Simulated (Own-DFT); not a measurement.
# One host, several defects: C40 NbSi2

Calculated, not measured: single-point runs of Own-DFT, a retired in-house plane-wave DFT program that no person has reviewed, on unrelaxed cells, without spin or spin-orbit coupling.

Method: PBE; PseudoDojo norm-conserving scalar-relativistic files; cutoff 42 hartree; 4 x 4 x 5 k mesh centred on Gamma; cold (Marzari-Vanderbilt) smearing of 0.2 eV.

Caveats: forces on such cells failed a check on a denser k mesh; stress not checked against mesh or cutoff.

All runs share one cell, with vectors in Å (0.000, 8.324, 0.000); (-9.613, 0.000, 0.000); (0.000, 0.000, 6.586) and a volume of 527.0 Å³. Atoms were moved at random from their sites; u is the rms move along one axis. The defect's site can differ from row to row.

```
                    cell   formula   u (Å)  P (GPa)
               no defect  Nb12Si24  0.0211     1.50
               no defect  Nb12Si24  0.0479     2.49
               no defect  Nb12Si24  0.0531     2.89
two Nb on a Si site each  Nb14Si22  0.0314     7.62
two Nb on a Si site each  Nb14Si22  0.0512     8.78
two Nb on a Si site each  Nb14Si22  0.0515     8.88
          one Si vacancy  Nb12Si23  0.0335     0.99
          one Si vacancy  Nb12Si23  0.0484     1.73
          one Si vacancy  Nb12Si23  0.0546     1.79
        two Nb vacancies  Nb10Si24  0.0273    -0.08
        two Nb vacancies  Nb10Si24  0.0333    -0.18
        two Nb vacancies  Nb10Si24  0.0452        ?
        two Nb vacancies  Nb10Si24  0.0475     0.62
two Si on a Nb site each  Nb10Si26  0.0304     1.65
two Si on a Nb site each  Nb10Si26  0.0306     1.56
two Si on a Nb site each  Nb10Si26  0.0492     2.48
```

## Worked fit

P = P0 + c u² + a shift for each defect gives P0 = 1.23 GPa, c = 574 ± 44 GPa/Å² and a scatter of 0.14 GPa. The shifts, and each times the cell's volume:

- two Nb on a Si site each: 6.00 ± 0.11 GPa, 19.7 eV (9.9 eV for each of its 2 sites)
- two Si on a Nb site each: -0.15 ± 0.11 GPa, -0.5 eV (-0.2 eV for each of its 2 sites) (not resolved)
- one Si vacancy: -0.96 ± 0.11 GPa, -3.2 eV
- two Nb vacancies: -1.89 ± 0.11 GPa, -6.2 eV (-3.1 eV for each of its 2 sites)

Positive is outwards. The product with the volume (160.2 GPa Å³ to the eV) is nearly free of the cell's size; divided by the bulk modulus at the cell's pressure it gives the volume that the defect adds. The atoms around the defects weren't relaxed, which would change these numbers.

## Test on the hidden row

Q: what pressure belongs in the blank (two Nb vacancies, u = 0.0452 Å)?

The fit gives 0.51 ± 0.16 GPa. The calculation gave 0.72 GPa.
